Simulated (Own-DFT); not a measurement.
# What a defect does to the pressure of its cell: 4H SiC

The numbers are computed, not measured, by runs of the plane-wave DFT program Own-DFT (in-house, retired, unreviewed) at fixed positions, with no spin and no spin-orbit coupling.

All runs used: PBE; PseudoDojo norm-conserving scalar-relativistic files; cutoff 42 hartree; 4 x 4 x 3 k mesh centred on Gamma; Fermi-Dirac smearing of 0.1 eV.

Caveats (not all hold for every row): not probed for a lower state with spin; forces on such cells passed a denser k mesh, each cell not checked; stress not checked against mesh or cutoff.

All runs share one cell, with vectors in Å (9.248, 0.000, 0.000); (-4.624, 8.009, 0.000); (0.000, 0.000, 10.068) and a volume of 745.7 Å³. u is the rms random offset of the atoms per axis. The defect's site can differ from row to row.

| cell | formula | u (Å) | P (GPa) |
|---|---|---|---|
| no defect | C36Si36 | 0.0298 | 3.71 |
| no defect | C36Si36 | 0.0300 | 3.70 |
| no defect | C36Si36 | 0.0609 | 6.13 |
| one C on a Si site and one Si on a C site | C36Si36 | 0.0302 | 7.37 |
| one C on a Si site and one Si on a C site | C36Si36 | 0.0324 | 7.62 |
| one C on a Si site and one Si on a C site | C36Si36 | 0.0508 | 8.83 |
| two N on a C site each | C34N2Si36 | 0.0297 | 2.61 |
| two N on a C site each | C34N2Si36 | 0.0304 | 2.63 |
| two N on a C site each | C34N2Si36 | 0.0489 | 3.72 |
| two Al on a Si site each | Al2C36Si34 | 0.0293 | 5.83 |
| two Al on a Si site each | Al2C36Si34 | 0.0326 | 5.89 |
| two Al on a Si site each | Al2C36Si34 | 0.0485 | 7.05 |
| one Al on a Si site and one N on a C site | AlC35NSi35 | 0.0485 | 5.40 |
| one Al on a Si site and one N on a C site | AlC35NSi35 | 0.0486 | 5.28 |
| one Al on a Si site and one N on a C site | AlC35NSi35 | 0.0499 | ? |
| one Al on a Si site and one N on a C site | AlC35NSi35 | 0.0556 | 6.14 |

## Fit

P = P0 + c u² + a shift for each defect gives P0 = 2.96 GPa, c = 847 ± 26 GPa/Å² and a scatter of 0.08 GPa. The shifts, and each times the cell's volume:

- one C on a Si site and one Si on a C site: 3.70 ± 0.07 GPa, 17.2 eV
- two Al on a Si site each: 2.09 ± 0.07 GPa, 9.7 eV (4.9 eV for each of its 2 sites)
- one Al on a Si site and one N on a C site: 0.44 ± 0.07 GPa, 2.1 eV
- two N on a C site each: -1.16 ± 0.07 GPa, -5.4 eV (-2.7 eV for each of its 2 sites)

A positive shift means that the defect pushes the cell outwards. Shift times volume (160.2 GPa Å³ is 1 eV) depends little on the cell's size, so, taken for each site, it can be compared between cells at like pressure. The atoms around the defects weren't relaxed, which would change these numbers.

## Withheld run

Q: what pressure belongs in the blank (one Al on a Si site and one N on a C site, u = 0.0499 Å)?

The fit gives 5.51 ± 0.10 GPa. DFT gave 5.35 GPa.
